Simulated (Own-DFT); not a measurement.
# How strain changes the stress of 4H SiC, 72 atoms (C36Si36)

These are calculations, not measurements. The program, named Own-DFT, is a retired in-house plane-wave density functional code that no person has reviewed. Each row is one single-point run on a periodic cell that was not relaxed, without spin or spin-orbit coupling.

Settings of every run: PBE; PseudoDojo norm-conserving scalar-relativistic files; cutoff 42 hartree; 4 x 4 x 3 k mesh centred on Gamma; Fermi-Dirac smearing of 0.1 eV.

Known limits: forces on such cells passed a denser k mesh, each cell not checked; stress not checked against mesh or cutoff.

Unstrained cell vectors in Å: (9.248, 0.000, 0.000); (-4.624, 8.009, 0.000); (0.000, 0.000, 10.068). The unstrained cell has measured lattice constants (interpolated for alloys), not those of this functional. That, the random moves and any unrelaxed bonds set the pressure at no strain. Each run strains this cell uniformly, with the atoms carried along. Every atom was also moved at random, by a Gaussian of width 0.05 Å on each axis. Strain is the symmetric tensor, in per cent. Stress is positive in tension, and the pressure is minus a third of its trace.

| run | e_xx (%) | e_yy (%) | e_zz (%) | e_yz (%) | e_xz (%) | e_xy (%) | s_xx (GPa) | s_yy (GPa) | s_zz (GPa) | s_yz (GPa) | s_xz (GPa) | s_xy (GPa) | P (GPa) | E (meV/atom) |
|---|---|---|---|---|---|---|---|---|---|---|---|---|---|---|
| 1 | -1.98 | -0.45 | -0.64 | -0.66 | 1.72 | 0.41 | -18.03 | -10.19 | -10.48 | -2.66 | 7.11 | 2.76 | 12.90 | 26.5 |
| 2 | 0.35 | -1.83 | -1.31 | 1.46 | 1.49 | 0.95 | -6.50 | -16.14 | -14.59 | 5.80 | 5.68 | 4.33 | 12.41 | 44.0 |
| 3 | 1.98 | -0.58 | 0.26 | 1.67 | -1.91 | -0.51 | 4.02 | -6.42 | -3.98 | 5.82 | -6.06 | -3.74 | 2.13 | 25.4 |
| 4 | 1.16 | -0.80 | 1.30 | -1.09 | -1.55 | 1.11 | 0.27 | -8.52 | 3.23 | -3.10 | -5.08 | 5.16 | 1.68 | 8.4 |
| 5 | 1.37 | -1.95 | 0.71 | -0.67 | -1.86 | 0.49 | -0.11 | -14.00 | -3.20 | -2.53 | -6.84 | 0.13 | 5.77 | 28.2 |
| 6 | 1.29 | -0.34 | 1.11 | -1.47 | -1.79 | 0.81 | 3.26 | -3.44 | -2.32 | -4.51 | -5.71 | 3.77 | 0.83 | 13.5 |
| 7 | 1.76 | 1.79 | -1.83 | 1.20 | 0.67 | -0.83 | 5.19 | 6.91 | -17.73 | 3.58 | 2.31 | -3.54 | 1.88 | 10.1 |
| 8 | 0.03 | -0.07 | -0.33 | -0.70 | 0.07 | -1.46 | -4.89 | -5.22 | -8.42 | -1.79 | 0.48 | -6.79 | 6.18 | 9.5 |
| 9 | -0.82 | 0.18 | -1.18 | 1.11 | -0.74 | 1.31 | -9.84 | -6.35 | -13.33 | 3.97 | -2.86 | 7.72 | 9.84 | 25.7 |
| 10 | 0.01 | -0.57 | 0.58 | 1.24 | 1.50 | -1.70 | -4.52 | -8.59 | -2.83 | 3.37 | 5.08 | -7.53 | 5.31 | 17.8 |
| 11 | 0.67 | -1.26 | -1.35 | 0.84 | 1.54 | 0.17 | -0.50 | -11.37 | -16.52 | 2.76 | 4.69 | 0.14 | 9.47 | 0.0 |
| 12 | -0.66 | 1.27 | 1.45 | -0.11 | -1.37 | -0.43 | -6.51 | 2.90 | 1.75 | 0.05 | -4.25 | -1.07 | 0.62 | 2.4 |
| 13 | 1.49 | -1.29 | 1.52 | -0.27 | 1.18 | -1.11 | 3.81 | -11.04 | 1.13 | -1.04 | 2.79 | -5.02 | 2.03 | 23.0 |
| 14 | -1.81 | -1.56 | -0.90 | 0.63 | 0.11 | 1.36 | -15.61 | -18.37 | -13.63 | 2.44 | 0.27 | 6.23 | 15.87 | 42.5 |
| 15 | -0.25 | 1.24 | -1.36 | 1.07 | -0.49 | 1.58 | -5.11 | 1.47 | -17.01 | 4.25 | -1.17 | 7.29 | 6.89 | 27.7 |
| 16 | -1.82 | -1.95 | -0.15 | 1.38 | 0.27 | -1.04 | -18.81 | -16.98 | -9.59 | 5.17 | 0.66 | -3.92 | 15.13 | 40.9 |
| 17 | 1.65 | -0.51 | 0.70 | -1.93 | 1.82 | -0.64 | ? | ? | ? | ? | ? | ? | ? | ? |

E is the free energy for each atom above the lowest run shown.

## Worked fit

Each stress component was fitted by least squares to a constant and the strains of the runs shown, as fractions, with shears doubled. Shear strains stay in the fit of a normal stress only where such slopes are resolved. The slopes, in GPa:

```
stress,at no strain,per e_xx,per e_yy,per e_zz,scatter
s_xx,-5.0,558 ± 28,108 ± 31,40 ± 33,1.36
s_yy,-5.0,118 ± 21,591 ± 23,52 ± 24,1.01
s_zz,-7.1,17 ± 28,15 ± 31,615 ± 33,1.36
```

Each shear stress against twice its own strain: yz 170 ± 9, xz 169 ± 9, xy 238 ± 12 GPa. These are stiffnesses along x, y and z of the frame in which the cell vectors are given, which need not be the crystal's axes. The atoms are held to the strained lattice; where symmetry lets them move under strain, relaxing them would lower some slopes. The table should be nearly symmetric about its diagonal, and what it lacks of that shows the noise. A ninth of its sum, 235 ± 4 GPa, estimates the bulk modulus near the mean pressure of these runs, 6.8 GPa, so it lies above the value at zero pressure.

## Withheld run

Question: what normal stresses and pressure should run 17 give?

The fit gives s_xx = 4.0, s_yy = -5.6, s_zz = -2.6 and P = 1.4 GPa. The calculation gave 3.31, -5.79, -1.85 and P = 1.44 GPa.
